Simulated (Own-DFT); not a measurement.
# Cleaving wurtzite AlN, m plane (10-10)

Source: density functional calculations with Own-DFT, an unreviewed in-house program that is no longer used. Nothing was measured or relaxed, and spin and spin-orbit coupling are left out.

Known weak points (not all hold for every row): some atoms lie very close together; forces not confirmed at this smearing and k mesh; k mesh not checked against a denser one.

Both sets of runs: PBE; PseudoDojo norm-conserving scalar-relativistic files; cutoff 42 hartree; Gaussian smearing of 0.01 eV. The slab has 128 atoms in 16 layers, two equal faces of 62.02 Å² as cut, 15 Å of vacuum, a dipole correction along the normal and a 6 x 3 x 1 mesh. The bulk cell has 72 atoms, the same measured lattice constants and a 4 x 4 x 3 mesh. All atoms were moved at random; u is the rms move along one axis. Energies are counted from -174.06 eV for each atom.

| slab run | u (Å) | E (eV, cell) |
|---|---|---|
| 1 | 0.0179 | 20.137 |
| 2 | 0.0189 | 19.823 |
| 3 | 0.0199 | 20.380 |
| 4 | 0.0201 | 20.209 |
| 5 | 0.0208 | 20.621 |
| 6 | 0.0507 | 28.901 |
| 7 | 0.0965 | 52.875 |
| 8 | 0.0967 | 53.702 |
| 9 | 0.0999 | 57.079 |
| 10 | 0.1009 | 62.670 |
| 11 | 0.1040 | 61.436 |
| 12 | 0.1066 | 65.450 |

| bulk run | u (Å) | E (meV/atom) |
|---|---|---|
| 1 | 0.0190 | -3.30 |
| 2 | 0.0191 | -1.82 |
| 3 | 0.0192 | -1.80 |
| 4 | 0.0196 | -2.21 |
| 5 | 0.0198 | -3.23 |
| 6 | 0.0980 | 326.21 |
| 7 | 0.0998 | 333.77 |
| 8 | 0.1017 | 311.96 |
| 9 | 0.1020 | 314.88 |
| 10 | 0.1037 | 365.88 |

Question: what is the energy of the unrelaxed surface?

## Solution

Take each set to u = 0 with E = a + b u². Residuals are scaled by 1/(u² + 0.0006 Å²) to tame the large moves. Slab: a = 18.73 ± 0.10 eV. Bulk: a = -15.1 ± 0.7 meV/atom. The excess is 18.73 - 128 x (-0.0151) = 20.66 ± 0.14 eV. Over two faces that is 167 meV/Å², or 2.67 ± 0.02 J/m². Relaxing the faces would lower the energy, and the unlike meshes and the reach from the smallest u down to zero add errors that aren't counted here.
